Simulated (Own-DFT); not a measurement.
# How much smaller does PBEsol make it? beta-Si3N4, 112 atoms (N64Si48)

Calculated, not measured: single-point runs of Own-DFT, a retired in-house plane-wave DFT program that no person has reviewed, on unrelaxed cells, without spin or spin-orbit coupling.

Limits: forces on such cells moved up to 12 meV/angstrom on a denser k mesh; stress not checked against mesh or cutoff.

Each geometry was run with PBE and with PBEsol, otherwise alike: PseudoDojo norm-conserving scalar-relativistic files made for PBE; cutoff 42 hartree; 2 x 2 x 4 k mesh centred on Gamma; Fermi-Dirac smearing of 0.1 eV. Unstrained cell vectors in Å: (15.212, 0.000, 0.000); (-7.606, 13.174, 0.000); (0.000, 0.000, 5.818). Each has a uniform strain, of which the change of volume is shown, and random moves of rms u per axis.

| run | volume change (%) | u (Å) | P with PBE (GPa) | P with PBEsol (GPa) |
|---|---|---|---|---|
| 1 | -0.14 | 0.0536 | 9.41 | 7.00 |
| 2 | -2.59 | 0.0491 | 15.30 | 12.83 |
| 3 | -2.36 | 0.0482 | 15.44 | 12.99 |
| 4 | -3.15 | 0.0515 | 17.58 | 15.11 |
| 5 | 0.68 | 0.0514 | 6.32 | 3.92 |
| 6 | -0.80 | 0.0507 | 11.10 | 8.67 |
| 7 | -1.71 | 0.0493 | 12.63 | 10.19 |
| 8 | 1.37 | 0.0464 | 4.37 | 1.99 |
| 9 | -1.44 | 0.0482 | 12.60 | 10.16 |
| 10 | -0.86 | 0.0476 | 11.35 | ? |

The question: by how much does PBEsol shrink this cell, and what belongs in the blank?

## Answer

Write v for the change of volume as a fraction. Fitted to v and u², the PBE pressure has a slope of -282 ± 10 GPa in v, with the ions held to the strained lattice. The difference PBEsol less PBE is -2.41 + 2.0 v GPa (slope ± 0.1) and averages -2.43 GPa. Divided by the mean slope of the two, 281 GPa, that makes PBEsol's volume at a given pressure, near 10 GPa, about 0.9 % smaller, or 0.29 % in lengths. At one volume PBEsol's slope is the smaller by 2 GPa, but its pressure there is lower too. If stiffness rises by about 4 GPa for each GPa, PBEsol at equal pressure is stiffer by about 8 GPa. Files made for PBEsol would give a different shift.

For run 10 the line gives 8.92 GPa. Computed: 8.93 GPa.
